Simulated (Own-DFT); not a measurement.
# A layer strained by its substrate: wurtzite GaN, 72 atoms (Ga36N36)

Calculated, not measured: single-point runs of Own-DFT, a retired in-house plane-wave DFT program that no person has reviewed, on unrelaxed cells, without spin or spin-orbit coupling.

Common settings: PBE; PseudoDojo norm-conserving scalar-relativistic files; cutoff 42 hartree; 4 x 4 x 3 k mesh centred on Gamma; Fermi-Dirac smearing of 0.1 eV.

Keep in mind: forces not confirmed at this smearing and k mesh; stress not checked against mesh or cutoff.

Unstrained cell vectors in Å: (9.567, 0.000, 0.000); (-4.784, 8.285, 0.000); (0.000, 0.000, 10.370). The unstrained cell has measured lattice constants (interpolated for alloys), not those of this functional. That, the random moves and any unrelaxed bonds set the pressure at no strain. Each run strains x and y alike by e, as a substrate would, and holds the height along z. Each coordinate of each atom was shifted by a normal deviate of width 0.05 Å. Stress is positive in tension.

```
e (%)  u (Å)  (s_xx + s_yy)/2 (GPa)  s_zz (GPa)
-3.00  0.048                 -24.87      -13.90
-2.25  0.053                      ?           ?
-1.75  0.052                 -18.54      -10.64
-1.00  0.055                 -14.39       -9.38
-0.75  0.046                 -10.13      -10.76
 0.50  0.048                  -4.42       -8.20
 0.75  0.050                  -3.41       -7.47
 1.00  0.049                  -1.93       -6.91
 1.25  0.049                  -1.61       -5.04
 2.00  0.051                   1.93       -4.49
```

## Fit

With e as a fraction, the in-plane stress is -7.5 + 532 e - 2200 e² GPa (errors 27 and 1547, scatter 1.02), and s_zz is -8.3 + 179 e GPa (slope ± 18, scatter 0.81). At e = 0 the first slope is C11 + C12 and the second 2 C13, both with the ions held to the strained lattice and at the cell's own pressure. A free layer would change its height as e changes, and the in-plane slope would drop by 2 C13²/C33 to the biaxial modulus. At fixed height, a misfit of 1 % moves the in-plane stress by about 5.3 GPa and s_zz by 1.8 GPa.

## Withheld run

Asked: what are the two stresses at e = -2.25 %?

The fitted form gives -20.6 and -12.4 GPa. The hidden result is -21.27 and -12.14 GPa.
